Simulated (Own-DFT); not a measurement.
# One host, several defects: D0_22 TiAl3

The numbers are computed, not measured, by runs of the plane-wave DFT program Own-DFT (in-house, retired, unreviewed) at fixed positions, with no spin and no spin-orbit coupling.

Common settings: PBE; PseudoDojo norm-conserving scalar-relativistic files; cutoff 42 hartree; 4 x 4 x 4 k mesh centred on Gamma; cold (Marzari-Vanderbilt) smearing of 0.2 eV.

Caveats: forces on such cells failed a check on a denser k mesh; stress not checked against mesh or cutoff.

All runs share one cell, with vectors in Å (-2.365, -6.981, 4.326); (-7.667, 3.491, 1.442); (-2.950, -3.488, -7.241) and a volume of 625.4 Å³. u is the rms random offset of the atoms per axis. The defect's site can differ from row to row.

```
cell,formula,u (Å),P (GPa)
no defect,Al30Ti10,0.0177,1.94
no defect,Al30Ti10,0.0200,1.98
no defect,Al30Ti10,0.0521,2.63
two Al on a Ti site each,Al32Ti8,0.0284,2.86
two Al on a Ti site each,Al32Ti8,0.0495,3.36
two Al on a Ti site each,Al32Ti8,0.0518,3.45
two Ti on an Al site each,Al28Ti12,0.0266,3.31
two Ti on an Al site each,Al28Ti12,0.0318,3.45
two Ti on an Al site each,Al28Ti12,0.0480,3.70
two Ti on an Al site each,Al28Ti12,0.0535,?
two Al vacancies,Al28Ti10,0.0306,1.14
two Al vacancies,Al28Ti10,0.0326,1.16
two Al vacancies,Al28Ti10,0.0526,1.50
one Ti vacancy,Al30Ti9,0.0292,1.89
one Ti vacancy,Al30Ti9,0.0316,1.91
one Ti vacancy,Al30Ti9,0.0523,2.56
```

## Fit

P = P0 + c u² + a shift for each defect gives P0 = 1.86 GPa, c = 281 ± 19 GPa/Å² and a scatter of 0.07 GPa. The shifts, and each times the cell's volume:

- two Ti on an Al site each: 1.24 ± 0.05 GPa, 4.9 eV (2.4 eV for each of its 2 sites)
- two Al on a Ti site each: 0.80 ± 0.06 GPa, 3.1 eV (1.6 eV for each of its 2 sites)
- one Ti vacancy: -0.17 ± 0.05 GPa, -0.7 eV
- two Al vacancies: -1.04 ± 0.05 GPa, -4.1 eV (-2.0 eV for each of its 2 sites)

A positive shift means that the defect pushes the cell outwards. Shift times volume (160.2 GPa Å³ is 1 eV) depends little on the cell's size, so, taken for each site, it can be compared between cells at like pressure. The atoms around the defects weren't relaxed, which would change these numbers.

## Test on the hidden row

Q: what pressure belongs in the blank (two Ti on an Al site each, u = 0.0535 Å)?

The fitted form gives 3.91 ± 0.08 GPa. Computed: 3.96 GPa.
